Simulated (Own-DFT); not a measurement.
AlN (wurtzite, strained, atoms displaced) (calculated)

Computed with Own-DFT development build. A calculation, not a measurement: plane-wave PBE density functional theory by an unreviewed code, no spin, of a simulated periodic cell, stress positive in tension, free energy of the whole cell less one offset for each atom, forces on such cells passed a denser k mesh, this cell's mesh not checked; offsets are fitted by least squares, one for each functional and potential file, so energies compare only between cells with the same atoms and settings and are not formation energies; the far tail of each file's local potential was reset to the Coulomb form; each entry is a single point on an unrelaxed cell, so the pressure reflects the starting lattice, mostly measured values (interpolated for alloys), from which strain is counted, and rises with the displacements; printed positions are rounded, which can move forces by about a meV/angstrom; the program, named Own-DFT, is a retired in-house code; no spin-orbit coupling.

```cif
# cell vector a (Å): 12.3504 -0.1274 -0.0261
# cell vector b (Å): -6.2855 10.9861 0.1674
# cell vector c (Å): -0.0209 0.1427 10.1135
data_AlN
_symmetry_space_group_name_H-M 'P 1'
_symmetry_Int_Tables_number 1
_cell_length_a 12.3511
_cell_length_b 12.6582
_cell_length_c 10.1145
_cell_angle_alpha 88.482
_cell_angle_beta 90.248
_cell_angle_gamma 120.365
_cell_volume 1363.85
loop_
_atom_site_label
_atom_site_type_symbol
_atom_site_fract_x
_atom_site_fract_y
_atom_site_fract_z
_atom_site_occupancy
Al1 Al 0.07979 0.16359 0.00296 1
Al2 Al 0.16434 0.07665 0.25573 1
N1 N 0.08712 0.18266 0.18939 1
N2 N 0.16552 0.08580 0.44525 1
Al3 Al 0.08414 0.16841 0.50138 1
Al4 Al 0.16425 0.08295 0.76371 1
N3 N 0.07978 0.16422 0.69746 1
N4 N 0.17109 0.08624 0.94115 1
Al5 Al 0.08459 0.41889 0.00164 1
Al6 Al 0.17735 0.34112 0.24461 1
N5 N 0.08699 0.42277 0.18655 1
N6 N 0.16052 0.33093 0.43628 1
Al7 Al 0.09006 0.42181 0.49710 1
Al8 Al 0.16721 0.34394 0.73953 1
N7 N 0.08518 0.42356 0.68213 1
N8 N 0.16662 0.33288 0.93631 1
Al9 Al 0.08915 0.67064 0.99686 1
Al10 Al 0.16063 0.58121 0.24507 1
N9 N 0.08119 0.66336 0.18643 1
N10 N 0.17297 0.58871 0.43877 1
Al11 Al 0.08797 0.67277 0.49294 1
Al12 Al 0.16301 0.58474 0.75079 1
N11 N 0.08531 0.66134 0.68372 1
N12 N 0.16593 0.57978 0.93476 1
Al13 Al 0.08135 0.91940 0.99993 1
Al14 Al 0.16575 0.83179 0.25059 1
N13 N 0.08043 0.91839 0.19747 1
N14 N 0.16087 0.82526 0.43594 1
Al15 Al 0.08198 0.92128 0.50247 1
Al16 Al 0.16866 0.83589 0.74117 1
N15 N 0.08527 0.91570 0.69444 1
N16 N 0.16702 0.83355 0.93652 1
Al17 Al 0.33779 0.16353 0.99711 1
Al18 Al 0.41307 0.07797 0.24838 1
N17 N 0.32876 0.16658 0.19364 1
N18 N 0.41589 0.08681 0.43737 1
Al19 Al 0.33551 0.16756 0.50445 1
Al20 Al 0.42175 0.08143 0.75443 1
N19 N 0.33534 0.16657 0.69278 1
N20 N 0.41472 0.08388 0.93519 1
Al21 Al 0.33159 0.41241 0.99340 1
Al22 Al 0.41653 0.32973 0.24626 1
N21 N 0.33464 0.41714 0.19491 1
N22 N 0.42015 0.32809 0.44322 1
Al23 Al 0.34262 0.42316 0.49278 1
Al24 Al 0.41100 0.33003 0.74894 1
N23 N 0.33666 0.42162 0.68137 1
N24 N 0.41826 0.33535 0.92889 1
Al25 Al 0.33271 0.66810 0.00062 1
Al26 Al 0.42540 0.58846 0.24935 1
N25 N 0.33001 0.66081 0.18364 1
N26 N 0.41878 0.58084 0.43613 1
Al27 Al 0.32806 0.67497 0.50801 1
Al28 Al 0.41604 0.58332 0.75120 1
N27 N 0.33530 0.66032 0.69217 1
N28 N 0.42124 0.58297 0.94237 1
Al29 Al 0.33975 0.91580 0.00140 1
Al30 Al 0.41372 0.83145 0.25535 1
N29 N 0.34059 0.92227 0.18378 1
N30 N 0.42793 0.84058 0.43381 1
Al31 Al 0.33755 0.91828 0.49206 1
Al32 Al 0.41531 0.83266 0.75235 1
N31 N 0.33340 0.91493 0.69057 1
N32 N 0.42258 0.84033 0.93930 1
Al33 Al 0.58526 0.17410 0.99809 1
Al34 Al 0.66789 0.07938 0.24752 1
N33 N 0.58382 0.17169 0.18690 1
N34 N 0.66806 0.07966 0.44238 1
Al35 Al 0.57726 0.16602 0.50235 1
Al36 Al 0.65865 0.07848 0.74375 1
N35 N 0.58738 0.17548 0.69487 1
N36 N 0.65838 0.07985 0.94445 1
Al37 Al 0.58207 0.41094 0.99908 1
Al38 Al 0.66743 0.33448 0.24953 1
N37 N 0.58814 0.42000 0.18707 1
N38 N 0.65744 0.32950 0.43867 1
Al39 Al 0.58645 0.42367 0.49732 1
Al40 Al 0.66787 0.33664 0.74756 1
N39 N 0.59062 0.42010 0.69154 1
N40 N 0.67119 0.33760 0.93973 1
Al41 Al 0.58240 0.66692 0.99862 1
Al42 Al 0.66981 0.58824 0.24907 1
N41 N 0.57838 0.66695 0.19186 1
N42 N 0.66791 0.58599 0.44464 1
Al43 Al 0.58023 0.66524 0.50090 1
Al44 Al 0.66884 0.57945 0.74355 1
N43 N 0.57844 0.66253 0.68419 1
N44 N 0.67401 0.59021 0.94540 1
Al45 Al 0.57639 0.91493 0.00070 1
Al46 Al 0.66678 0.83668 0.24780 1
N45 N 0.58015 0.91688 0.18942 1
N46 N 0.67147 0.83006 0.44193 1
Al47 Al 0.59129 0.91761 0.49866 1
Al48 Al 0.66359 0.83461 0.74975 1
N47 N 0.58753 0.92486 0.70296 1
N48 N 0.66577 0.83148 0.92922 1
Al49 Al 0.82332 0.16487 0.99526 1
Al50 Al 0.91949 0.08636 0.25017 1
N49 N 0.83109 0.17005 0.18576 1
N50 N 0.91726 0.08458 0.43728 1
Al51 Al 0.83243 0.17213 0.50165 1
Al52 Al 0.92109 0.09296 0.75393 1
N51 N 0.83718 0.16811 0.69291 1
N52 N 0.91928 0.08212 0.93807 1
Al53 Al 0.83134 0.41714 0.99996 1
Al54 Al 0.91382 0.32822 0.25204 1
N53 N 0.83940 0.42118 0.19338 1
N54 N 0.91173 0.33652 0.44709 1
Al55 Al 0.83724 0.41797 0.50061 1
Al56 Al 0.91713 0.32778 0.74303 1
N55 N 0.83158 0.41273 0.69445 1
N56 N 0.91817 0.33651 0.93559 1
Al57 Al 0.84309 0.67984 0.00510 1
Al58 Al 0.91618 0.58299 0.24888 1
N57 N 0.83183 0.67256 0.18607 1
N58 N 0.92084 0.59001 0.43858 1
Al59 Al 0.83389 0.66800 0.49423 1
Al60 Al 0.91830 0.57538 0.75498 1
N59 N 0.83371 0.67099 0.68323 1
N60 N 0.92250 0.58944 0.93907 1
Al61 Al 0.83037 0.92095 0.99492 1
Al62 Al 0.90804 0.83110 0.24414 1
N61 N 0.84259 0.92181 0.19395 1
N62 N 0.90660 0.82659 0.43930 1
Al63 Al 0.82842 0.91042 0.49778 1
Al64 Al 0.91277 0.82830 0.74984 1
N63 N 0.83421 0.91697 0.68892 1
N64 N 0.91669 0.83552 0.94079 1
_calc_functional 'PBE'
_calc_potential_files 'PseudoDojo norm-conserving, scalar-relativistic, standard set'
_calc_wave_cutoff 42  # hartree
_calc_occupations 'Fermi-Dirac'
_calc_smearing_width 0.1  # eV
_calc_hardware 'one NVIDIA H100'
_calc_k_mesh '2 x 2 x 2 centred on Gamma'
_calc_pressure ?
_calc_stress_yy ?
```

Q: Estimate the pressure of AlN (wurtzite, strained, atoms displaced).
A: 1.38 GPa

Q: What stress yy does the calculation give for AlN (wurtzite, strained, atoms displaced)?
A: -0.29 GPa

Further results for AlN (wurtzite, strained, atoms displaced):

- free energy of cell above offsets: -55.064 eV
- stress xx: -5.16 GPa
- stress zz: 1.31 GPa
- stress yz: 3.28 GPa
- stress xz: -0.81 GPa
- stress xy: -3.43 GPa
- wall time: 401.1 s

Force:
| element | x (eV/Å) | y (eV/Å) | z (eV/Å) |
| --- | --- | --- | --- |
| Al | 0.759 | 1.478 | -0.098 |
| Al | -1.269 | 1.801 | -0.11 |
| N | 0.9 | -2.555 | -0.212 |
| N | 0.555 | -0.445 | -0.461 |
| Al | -0.523 | -0.145 | 0.377 |
| Al | 0.344 | -0.03 | -2.57 |
| N | 1.422 | 1.76 | -1.237 |
| N | -0.723 | -0.498 | 1.569 |
| Al | 0.17 | -0.929 | -0.579 |
| Al | -2.599 | -0.782 | 1.222 |
| N | -0.292 | -1.066 | 0.774 |
| N | 1.089 | 0.937 | 0.336 |
| Al | -0.59 | -0.274 | -0.405 |
| Al | 1.203 | -1.602 | 1.042 |
| N | -0.164 | -0.244 | 0.417 |
| N | -0.592 | 0.108 | -0.307 |
| Al | -0.29 | -0.592 | -0.079 |
| Al | 1.262 | 0.181 | 0.613 |
| N | -0.013 | 1.585 | 0.03 |
| N | -1.267 | -0.334 | -0.821 |
| Al | -0.16 | -2.758 | 1.313 |
| Al | 1.344 | -0.816 | -0.282 |
| N | -1.129 | 1.703 | -0.009 |
| N | -0.096 | 1.234 | 0.606 |
| Al | 1.103 | -0.157 | 0.223 |
| Al | -0.396 | -0.154 | -1.028 |
| N | 0.796 | -0.708 | -1.112 |
| N | 0.623 | 3.584 | 0.072 |
| Al | -0.345 | -1.149 | -0.015 |
| Al | -0.379 | -1.477 | 1.294 |
| N | -0.748 | 0.72 | -0.664 |
| N | 0.376 | 0.699 | 0.392 |
| Al | -1.407 | 1.082 | 0.618 |
| Al | 0.076 | 2.019 | -0.025 |
| N | 1.283 | -0.518 | -1.08 |
| N | 0.005 | -1.564 | 0.071 |
| Al | -0.553 | -0.144 | 0.198 |
| Al | -1.556 | 0.295 | -1.046 |
| N | -0.086 | -0.502 | 0.158 |
| N | 1.244 | -0.447 | 1.165 |
| Al | 0.196 | 0.701 | 0.872 |
| Al | 0.036 | 0.57 | 0.947 |
| N | 2.27 | 1.232 | -1.52 |
| N | -1.178 | 1.195 | -0.814 |
| Al | -0.737 | -1.913 | 0.275 |
| Al | 0.769 | 0.71 | -1.429 |
| N | -0.076 | -0.452 | 0.673 |
| N | 0.125 | -0.855 | 2.069 |
| Al | 0.792 | -0.601 | -0.712 |
| Al | -2.969 | -2.069 | 0.554 |
| N | -0.083 | 1.538 | 1.16 |
| N | -1.178 | 1.651 | -0.134 |
| Al | 2.624 | -0.79 | -0.912 |
| Al | 1.249 | -0.915 | 0.242 |
| N | -1.827 | 2.252 | 0.002 |
| N | -1.73 | -0.293 | -0.587 |
| Al | -1.755 | 0.562 | -1.004 |
| Al | 0.393 | -0.778 | -1.962 |
| N | -0.733 | -1.409 | 1.374 |
| N | -1.346 | -0.869 | 1.811 |
| Al | -0.575 | 0.128 | 0.866 |
| Al | 0.381 | -0.446 | -0.175 |
| N | 1.005 | 0.715 | -1.176 |
| N | -1.536 | -2.33 | -0.477 |
| Al | 0.253 | -1.005 | 0.256 |
| Al | -1.396 | 0.836 | 0.299 |
| N | 0.346 | -0.746 | 0.364 |
| N | -1.128 | 0.826 | -0.287 |
| Al | 1.184 | 0.591 | -0.234 |
| Al | 0.953 | 2.912 | 1.712 |
| N | 0.295 | -1.573 | -0.976 |
| N | -0.107 | 0.368 | -1.028 |
| Al | -0.199 | 2.335 | -0.289 |
| Al | -0.006 | -0.131 | 0.329 |
| N | -0.536 | -0.113 | 0.28 |
| N | 1.451 | 0.856 | 0.274 |
| Al | 0.474 | -1.288 | 0.706 |
| Al | 0.003 | -0.114 | 0.678 |
| N | -1.372 | -0.654 | -0.732 |
| N | -0.84 | -0.727 | -0.439 |
| Al | 1.415 | 0.056 | 0.038 |
| Al | -0.925 | -1.015 | 0.066 |
| N | 2.887 | 2.168 | -1.074 |
| N | -0.416 | -0.177 | -1.549 |
| Al | 0.555 | -0.021 | -0.09 |
| Al | -0.847 | 1.345 | 1.361 |
| N | 0.588 | 1.071 | 1.007 |
| N | -0.319 | -1.021 | -0.791 |
| Al | 2.516 | 0.722 | 0.073 |
| Al | 0.534 | -0.569 | 0.379 |
| N | 0.688 | -0.183 | 0.033 |
| N | -2.624 | -0.102 | -1.075 |
| Al | 0.228 | -0.142 | 0.804 |
| Al | 1.381 | -0.788 | -1.103 |
| N | -0.536 | -2.673 | -2.648 |
| N | -0.874 | 0.505 | 2.623 |
| Al | 1.651 | 0.925 | 0.141 |
| Al | -0.108 | 0.644 | 0.061 |
| N | 0.804 | -0.638 | 0.142 |
| N | -0.697 | -0.186 | 0.507 |
| Al | 1.399 | -0.965 | 0.058 |
| Al | -0.134 | -2.632 | -0.465 |
| N | -1.44 | -0.434 | -0.65 |
| N | -1.712 | 0.497 | 0.644 |
| Al | 1.503 | 1.088 | 0.261 |
| Al | 0.299 | 1.195 | -0.127 |
| N | -0.573 | -0.64 | -0.488 |
| N | 1.931 | -0.471 | -1.318 |
| Al | -2.195 | 0.867 | 0.361 |
| Al | -0.631 | 1.394 | 1.063 |
| N | 0.859 | 0.687 | -1.013 |
| N | -0.312 | -0.729 | 0.201 |
| Al | -0.4 | -2.462 | -1.433 |
| Al | -0.523 | 0.298 | 0.133 |
| N | 1.306 | -0.496 | 1.009 |
| N | -0.189 | -1.283 | -0.374 |
| Al | 0.425 | -0.334 | 1.235 |
| Al | -1.083 | 1.272 | -1.03 |
| N | 1.369 | -1.024 | 0.566 |
| N | -0.504 | -0.582 | 0.591 |
| Al | 0.794 | -0.92 | 0.277 |
| Al | 1.818 | 0.004 | 1.815 |
| N | -2.798 | 0.533 | -1.608 |
| N | 1.283 | 1.793 | -0.742 |
| Al | 1.557 | 1.886 | 1.111 |
| Al | -0.198 | 0.602 | -0.175 |
| N | -0.343 | 0.496 | 0.181 |
| N | -0.28 | 1.231 | -0.188 |
